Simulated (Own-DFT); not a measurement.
# Misfit strain and the stress it brings: wurtzite AlGaN with randomly placed atoms, 96 atoms (Al36Ga12N48)

Everything here is calculated. The program is Own-DFT (plane waves, in-house, since retired, never reviewed by a person); positions were held fixed, and spin and spin-orbit coupling were off.

Method: PBE; PseudoDojo norm-conserving scalar-relativistic files (stringent for Ga); cutoff 96 hartree; 3 x 4 x 3 k mesh centred on Gamma; Gaussian smearing of 0.01 eV.

Known weak points: k mesh not checked against a denser one; stress not checked against mesh or cutoff.

Unstrained cell vectors in Å: (12.525, 0.000, 0.000); (-4.697, 8.135, 0.000); (0.000, 0.000, 10.066). The unstrained cell has measured lattice constants (interpolated for alloys), not those of this functional. That, the random moves and any unrelaxed bonds set the pressure at no strain. Each run strains x and y alike by e, as a substrate would, and holds the height along z. All atoms carry random offsets, Gaussian with a width of 0.05 Å per axis. The random placing of the alloy's atoms differs from row to row. Stress is positive in tension.

| e (%) | u (Å) | (s_xx + s_yy)/2 (GPa) | s_zz (GPa) |
|---|---|---|---|
| -2.75 | 0.051 | -24.71 | -10.28 |
| -2.25 | 0.051 | -20.06 | -12.07 |
| -1.00 | 0.049 | -13.34 | -6.41 |
| 1.00 | 0.049 | ? | ? |
| 1.25 | 0.051 | -0.07 | -4.11 |
| 1.50 | 0.048 | 2.53 | -5.77 |
| 1.75 | 0.051 | 2.85 | -4.05 |
| 2.00 | 0.046 | 3.88 | -2.40 |
| 2.25 | 0.051 | 4.38 | -2.50 |
| 2.75 | 0.052 | 8.05 | -4.43 |

## Fit

With e as a fraction, the in-plane stress is -6.8 + 581 e - 2006 e² GPa (errors 13 and 1091, scatter 0.74), and s_zz is -6.7 + 148 e GPa (slope ± 26, scatter 1.49). At e = 0 the first slope is C11 + C12 and the second 2 C13, both with the ions held to the strained lattice and at the cell's own pressure. A free layer would change its height as e changes, and the in-plane slope would drop by 2 C13²/C33 to the biaxial modulus. At fixed height, a misfit of 1 % moves the in-plane stress by about 5.8 GPa and s_zz by 1.5 GPa.

## Prediction

Asked: what are the two stresses at e = 1.00 %?

The fitted form gives -1.2 and -5.2 GPa. Computed: -0.91 and -5.53 GPa.
